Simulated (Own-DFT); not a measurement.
# How strain changes the stress of diamond-structure GeSn with randomly placed atoms, 64 atoms (Ge60Sn4)

Calculated results; nothing here was measured. The program, named Own-DFT, is a retired in-house plane-wave density functional code that no person has reviewed. Each row is one single-point run on a periodic cell that was not relaxed, without spin or spin-orbit coupling.

Settings of every run: PBE; PseudoDojo norm-conserving scalar-relativistic files; cutoff 49 hartree; 3 x 3 x 3 k mesh centred on Gamma; Fermi-Dirac smearing of 0.1 eV.

Known limits: forces on such cells moved up to 12 meV/angstrom on a denser k mesh; stress not checked against mesh or cutoff.

Unstrained cell vectors in Å: (11.420, 0.000, 0.000); (0.000, 11.420, 0.000); (0.000, 0.000, 11.420). The unstrained cell has measured lattice constants (interpolated for alloys), not those of this functional. That, the random moves and any unrelaxed bonds set the pressure at no strain. Each run strains this cell uniformly, with the atoms carried along. Every atom was also moved at random, by a Gaussian of width 0.05 Å on each axis. The random placing of the alloy's atoms differs from row to row. Strain is the symmetric tensor, in per cent. Stress is positive in tension, and the pressure is minus a third of its trace.

```
run,e_xx (%),e_yy (%),e_zz (%),s_xx (GPa),s_yy (GPa),s_zz (GPa),P (GPa),E (meV/atom)
1,-0.75,-0.75,0.00,-6.19,-6.27,-5.92,6.13,31.2
2,-2.75,-2.75,0.00,-10.29,-10.33,-8.52,9.71,74.6
3,0.25,0.25,0.00,-4.63,-4.57,-4.60,4.60,17.3
4,-2.00,-2.00,0.00,-8.65,-8.69,-7.41,8.25,50.2
5,1.00,1.00,0.00,-3.26,-3.25,-3.66,3.39,0.0
6,2.75,2.75,0.00,-0.86,-0.83,-2.39,1.36,4.5
7,-1.25,-1.25,0.00,-7.20,-7.28,-6.37,6.95,37.8
8,-0.25,-0.25,0.00,-5.30,-5.22,-5.12,5.21,14.9
9,-2.50,-2.50,0.00,?,?,?,?,?
```

E is the free energy for each atom above the lowest run shown.

## Worked fit

The change of volume is close to e_xx + e_yy + e_zz. A straight line through the runs shown gives P = 5.15 - 76 x (fractional change of volume) GPa, with an error of 3 on the slope and a scatter of 0.32 GPa. The strain isn't the same on all axes, but the crystal is cubic, so the slope still estimates the bulk modulus, averaged over pressures from 1.4 to 9.7 GPa.

## Withheld run

Question: what pressure should run 9 give? Its volume changes by -4.94 %.

The line gives 8.9 GPa. The calculation gave 9.12 GPa.
